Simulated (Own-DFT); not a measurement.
Simulation results for Hf16O31 (monoclinic hafnia with two neutral oxygen vacancies, strained, atoms displaced)

Computed with Own-DFT development build. A calculation, not a measurement: plane-wave PBE and HSE06 DFT by an unreviewed code, no spin, of a simulated cell at Gamma alone, so results move with cell size and shape, stress positive in tension, energies less offsets, not probed for a lower state with spin; hafnium file: forces about 75 meV/angstrom off all-electron values; oxygen file: force components 24 meV/angstrom off all-electron in a glass; k mesh not checked against a denser one; forces and stress are PBE's, HSE06 gives the energy alone, and its difference from PBE has offsets of its own; offsets are fitted by least squares, one for each functional and potential file, so energies compare only between cells with the same atoms and settings and are not formation energies; the far tail of each file's local potential was reset to the Coulomb form; each entry is a single point on an unrelaxed cell, so the pressure reflects the starting lattice, mostly measured values, from which strain is counted, and rises with the displacements; printed positions are rounded, which can move forces by about a meV/angstrom; the program is a retired in-house code; no spin-orbit coupling.

```cif
# cell vector a (Å): 10.0816 0.1363 0.1695
# cell vector b (Å): 0.1378 10.5397 -0.0605
# cell vector c (Å): -1.4973 -0.0837 10.2541
data_Hf16O31
_symmetry_space_group_name_H-M 'P 1'
_symmetry_Int_Tables_number 1
_cell_length_a 10.0839
_cell_length_b 10.5408
_cell_length_c 10.3632
_cell_angle_alpha 90.896
_cell_angle_beta 97.350
_cell_angle_gamma 88.482
_cell_volume 1092.01
loop_
_atom_site_label
_atom_site_type_symbol
_atom_site_fract_x
_atom_site_fract_y
_atom_site_fract_z
_atom_site_occupancy
Hf1 Hf 0.14009 0.02712 0.10257 1
Hf2 Hf 0.36908 0.27078 0.14257 1
Hf3 Hf 0.35447 0.48598 0.39644 1
Hf4 Hf 0.14313 0.23118 0.36095 1
O1 O 0.04129 0.16603 0.17203 1
O2 O 0.46605 0.41145 0.07592 1
O3 O 0.45902 0.33265 0.33417 1
O4 O 0.04431 0.07860 0.41519 1
O5 O 0.22331 0.37220 0.23573 1
O6 O 0.27709 0.12640 0.00519 1
O7 O 0.28268 0.11871 0.26126 1
O8 O 0.22586 0.36707 0.48910 1
Hf5 Hf 0.14117 0.02706 0.61664 1
Hf6 Hf 0.36186 0.27030 0.65250 1
Hf7 Hf 0.35948 0.48859 0.88760 1
Hf8 Hf 0.12941 0.22843 0.85510 1
O9 O 0.03572 0.16470 0.67217 1
O10 O 0.46456 0.41201 0.57149 1
O11 O 0.46794 0.33237 0.83164 1
O12 O 0.03612 0.09060 0.92556 1
O13 O 0.22627 0.37443 0.73754 1
O14 O 0.27043 0.12674 0.50396 1
O15 O 0.26615 0.12440 0.75974 1
O16 O 0.21773 0.36725 0.99800 1
Hf9 Hf 0.14263 0.51836 0.10850 1
Hf10 Hf 0.36570 0.77970 0.14975 1
Hf11 Hf 0.36243 0.98171 0.39519 1
Hf12 Hf 0.13941 0.74697 0.35695 1
O17 O 0.03440 0.66069 0.16208 1
O18 O 0.45867 0.91780 0.07648 1
O19 O 0.45994 0.83003 0.31844 1
O20 O 0.03215 0.58951 0.42002 1
O21 O 0.21974 0.88646 0.23730 1
O22 O 0.27776 0.62506 0.01151 1
O23 O 0.27636 0.61805 0.26181 1
O24 O 0.22569 0.86353 0.49099 1
Hf13 Hf 0.13438 0.52133 0.60729 1
Hf14 Hf 0.36342 0.76472 0.64646 1
Hf15 Hf 0.35476 0.98683 0.90711 1
Hf16 Hf 0.14036 0.72929 0.85108 1
O25 O 0.03978 0.65885 0.66407 1
O26 O 0.46598 0.90997 0.57215 1
O27 O 0.46498 0.83030 0.83515 1
O28 O 0.03632 0.58449 0.91910 1
O29 O 0.22844 0.87295 0.73454 1
O30 O 0.22540 0.87461 0.98709 1
Hf17 Hf 0.63801 0.02746 0.10273 1
Hf18 Hf 0.85859 0.26766 0.14075 1
Hf19 Hf 0.86106 0.48286 0.39912 1
Hf20 Hf 0.63272 0.22819 0.35703 1
O31 O 0.53813 0.16556 0.17215 1
O32 O 0.95686 0.41772 0.08207 1
O33 O 0.96698 0.33283 0.32959 1
O34 O 0.53430 0.08647 0.43440 1
O35 O 0.72083 0.37685 0.24678 1
O36 O 0.77737 0.12164 0.01038 1
O37 O 0.76694 0.12111 0.26245 1
O38 O 0.72461 0.37556 0.48285 1
Hf21 Hf 0.63419 0.01423 0.60134 1
Hf22 Hf 0.87059 0.27252 0.64284 1
Hf23 Hf 0.85882 0.48070 0.89499 1
Hf24 Hf 0.63817 0.23164 0.85278 1
O39 O 0.54142 0.16596 0.67761 1
O40 O 0.97076 0.42106 0.58229 1
O41 O 0.96303 0.33503 0.83363 1
O42 O 0.53529 0.09454 0.92182 1
O43 O 0.72157 0.38402 0.73995 1
O44 O 0.76634 0.12729 0.50600 1
O45 O 0.77247 0.11745 0.75404 1
O46 O 0.72307 0.37774 0.99112 1
Hf25 Hf 0.64165 0.51911 0.10122 1
Hf26 Hf 0.85751 0.77283 0.14977 1
Hf27 Hf 0.86644 0.98448 0.40057 1
Hf28 Hf 0.64619 0.72833 0.36060 1
O47 O 0.53158 0.66240 0.17548 1
O48 O 0.95938 0.92386 0.07316 1
O49 O 0.96115 0.83198 0.32629 1
O50 O 0.53625 0.58151 0.43011 1
O51 O 0.72759 0.88484 0.23313 1
O52 O 0.77102 0.62896 0.00842 1
O53 O 0.77084 0.62755 0.25102 1
O54 O 0.72065 0.87150 0.48442 1
Hf29 Hf 0.63339 0.52510 0.60963 1
Hf30 Hf 0.85770 0.76893 0.64479 1
Hf31 Hf 0.87105 0.97126 0.90254 1
Hf32 Hf 0.64123 0.72657 0.86028 1
O55 O 0.53359 0.67244 0.66803 1
O56 O 0.96067 0.91905 0.57690 1
O57 O 0.96297 0.84090 0.83163 1
O58 O 0.53447 0.57882 0.92353 1
O59 O 0.73233 0.87900 0.73993 1
O60 O 0.77135 0.62569 0.50948 1
O61 O 0.77172 0.62715 0.75789 1
O62 O 0.73370 0.86796 0.98393 1
_calc_first_functional 'PBE'
_calc_second_functional 'HSE06'
_calc_exact_exchange_share 0.25
_calc_screening 0.11  # 1/bohr
_calc_exchange_divergence 'Gygi-Baldereschi'
_calc_potential_files 'PseudoDojo norm-conserving, scalar-relativistic, made for PBE, standard set'
_calc_wave_cutoff 48  # hartree
_calc_occupations 'fixed'
_calc_k_mesh '1 x 1 x 1 centred on Gamma'
_calc_PBE_energy_of_cell_above_offsets '-85.827'  # eV
_calc_HSE06_less_PBE_above_offsets '0.434'  # eV
_calc_PBE_pressure 7.91  # GPa
_calc_PBE_stress_xx -9.78  # GPa
_calc_PBE_stress_yy -3.2  # GPa
_calc_PBE_stress_zz -10.74  # GPa
_calc_PBE_stress_yz -2.26  # GPa
_calc_PBE_stress_xz 3.19  # GPa
_calc_PBE_stress_xy 5.46  # GPa
```

Force:
```
element  x (eV/Å)  y (eV/Å)  z (eV/Å)
     Hf    -0.629    -0.821     0.995
     Hf    -1.424      1.06     0.289
     Hf     0.921    -1.065     0.113
     Hf    -0.098     0.231      -1.7
      O    -1.215     1.048     0.093
      O     0.181     0.645    -0.082
      O     0.136    -0.375    -0.827
      O    -1.189    -0.609     0.829
      O    -0.191     0.657     0.878
      O    -0.429     1.315     1.228
      O     0.186     0.154    -0.568
      O    -0.055     0.473     0.348
     Hf     0.753    -2.982        -3
     Hf     1.813     0.116    -1.889
     Hf    -0.286    -1.405     1.431
     Hf     1.365     1.687     1.872
      O    -1.214     1.317      0.04
      O    -0.066     0.202     1.451
      O    -1.148     0.806    -0.575
      O    -0.215    -0.608    -0.457
      O    -0.778     1.338     0.883
      O     0.423     0.015     2.192
      O     1.184    -0.779      0.06
      O     0.768    -0.373     -1.93
     Hf    -0.661     -0.39    -0.274
     Hf    -0.386    -2.497    -1.715
     Hf     0.064    -0.064     0.171
     Hf    -0.545    -3.294    -0.973
      O    -0.988     1.915     0.886
      O     1.448     1.275     0.355
      O      0.85      0.83     2.134
      O     0.619     0.098     0.099
      O    -0.233    -0.443     0.554
      O     0.113     0.676    -0.905
      O    -0.312     0.839     0.592
      O     0.642     0.856     0.411
     Hf     2.871    -1.349    -1.412
     Hf    -0.538     1.189    -0.559
     Hf      2.75    -1.763    -2.646
     Hf      -0.4    -0.637     1.329
      O    -2.195     3.708      2.01
      O    -0.433    -0.035     0.344
      O    -0.122    -0.013    -0.245
      O      -0.1    -0.165    -0.682
      O    -1.128     1.028     0.902
      O    -0.778    -0.684    -0.137
     Hf     0.643    -1.472    -0.482
     Hf     0.737     0.664     1.374
     Hf     1.164    -0.874    -1.531
     Hf     0.331       1.2     0.885
      O    -0.713     0.506     0.463
      O     0.326     0.191    -0.364
      O    -0.506    -0.089     0.206
      O    -1.108    -0.445    -1.669
      O      0.42     0.595    -1.296
      O    -0.198     1.675     0.491
      O     1.294    -0.199    -0.473
      O     0.249    -0.585     1.538
     Hf     0.583     1.041     1.849
     Hf    -3.002     0.118     -0.37
     Hf     0.768     0.805     0.735
     Hf     1.207    -0.887     0.002
      O    -1.493     0.267    -0.602
      O    -1.665     -1.26    -0.185
      O    -0.161     -0.63    -1.202
      O    -1.058    -1.386     0.669
      O     0.661    -0.071    -0.021
      O     1.251     0.632     0.724
      O     1.079     0.462     0.508
      O     0.218    -1.451    -0.605
     Hf    -1.663    -0.232     1.555
     Hf     1.815    -0.656    -1.951
     Hf      0.11     0.635    -0.943
     Hf    -2.402    -0.563    -1.553
      O      0.25     0.212    -0.146
      O     1.375     -0.66     2.492
      O    -0.229     0.181     0.243
      O    -0.227     0.919    -1.008
      O    -1.194      0.14     0.999
      O     0.332     0.196    -0.005
      O     0.661    -0.829     1.379
      O     0.576    -0.541     0.282
     Hf    -0.236    -2.075    -1.259
     Hf     0.857     0.782    -0.231
     Hf    -2.783     3.812     -1.62
     Hf    -1.242     1.586    -0.053
      O     0.696    -0.367     1.018
      O     0.409    -0.073     0.787
      O     3.421    -3.919    -2.264
      O     0.159     0.432    -1.046
      O    -1.131    -0.506     -0.43
      O     0.501     0.959     0.526
      O     0.992    -0.767     0.013
      O    -1.409    -0.586     0.659
```
